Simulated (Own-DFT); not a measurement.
# A layer strained by its substrate: diamond-structure SiGeSn with randomly placed atoms, 64 atoms (Ge48Si8Sn8)

No measurement is shown. These are fixed-geometry runs of a retired plane-wave code named Own-DFT, which no person has reviewed; spin and spin-orbit coupling are neglected.

All runs used: PBE; PseudoDojo norm-conserving scalar-relativistic files; cutoff 49 hartree; 3 x 3 x 3 k mesh centred on Gamma; Fermi-Dirac smearing of 0.1 eV.

Limits: forces on such cells moved up to 12 meV/angstrom on a denser k mesh; stress not checked against mesh or cutoff.

Unstrained cell vectors in Å: (11.467, 0.000, 0.000); (0.000, 11.467, 0.000); (0.000, 0.000, 11.467). The unstrained cell has measured lattice constants (interpolated for alloys), not those of this functional. That, the random moves and any unrelaxed bonds set the pressure at no strain. Each run strains x and y alike by e, as a substrate would, and holds the height along z. Random moves of width 0.05 Å per axis were added to every atom. The random placing of the alloy's atoms differs from row to row. Stress is positive in tension.

```
e (%)  u (Å)  (s_xx + s_yy)/2 (GPa)  s_zz (GPa)
-2.75  0.049                 -10.35       -8.46
-2.75  0.048                 -10.59       -8.61
-2.50  0.050                 -10.11       -8.48
-2.50  0.049                 -10.12       -8.48
-1.75  0.050                  -8.25       -7.08
-1.75  0.049                  -8.55       -7.39
-1.50  0.051                  -7.90       -7.01
-1.50  0.051                  -7.89       -6.97
-0.75  0.049                      ?           ?
 0.50  0.046                  -3.99       -4.23
 0.50  0.049                  -4.29       -4.49
 1.75  0.047                  -2.14       -3.12
 1.75  0.054                  -2.51       -3.33
 2.25  0.050                  -1.42       -2.62
 2.25  0.050                  -1.39       -2.64
 3.00  0.045                  -0.48       -1.94
```

## What the rows give

With e as a fraction, the in-plane stress is -5.1 + 177 e - 820 e² GPa (errors 2 and 152, scatter 0.15), and s_zz is -5.0 + 118 e - 520 e² GPa (slope ± 2, scatter 0.15). At e = 0 the first slope is C11 + C12 and the second 2 C12, both with the ions held to the strained lattice and at the cell's own pressure. The term in e² is negative: the layer stiffens under compression and softens under tension. A free layer would change its height as e changes, and the in-plane slope would drop by 2 C12²/C11 to the biaxial modulus. At fixed height, a misfit of 1 % moves the in-plane stress by about 1.8 GPa and s_zz by 1.2 GPa.

## Check

Q: what are the two stresses at e = -0.75 %?

From the fit: -6.4 and -6.0 GPa. The run itself gave -6.42 and -6.07 GPa.
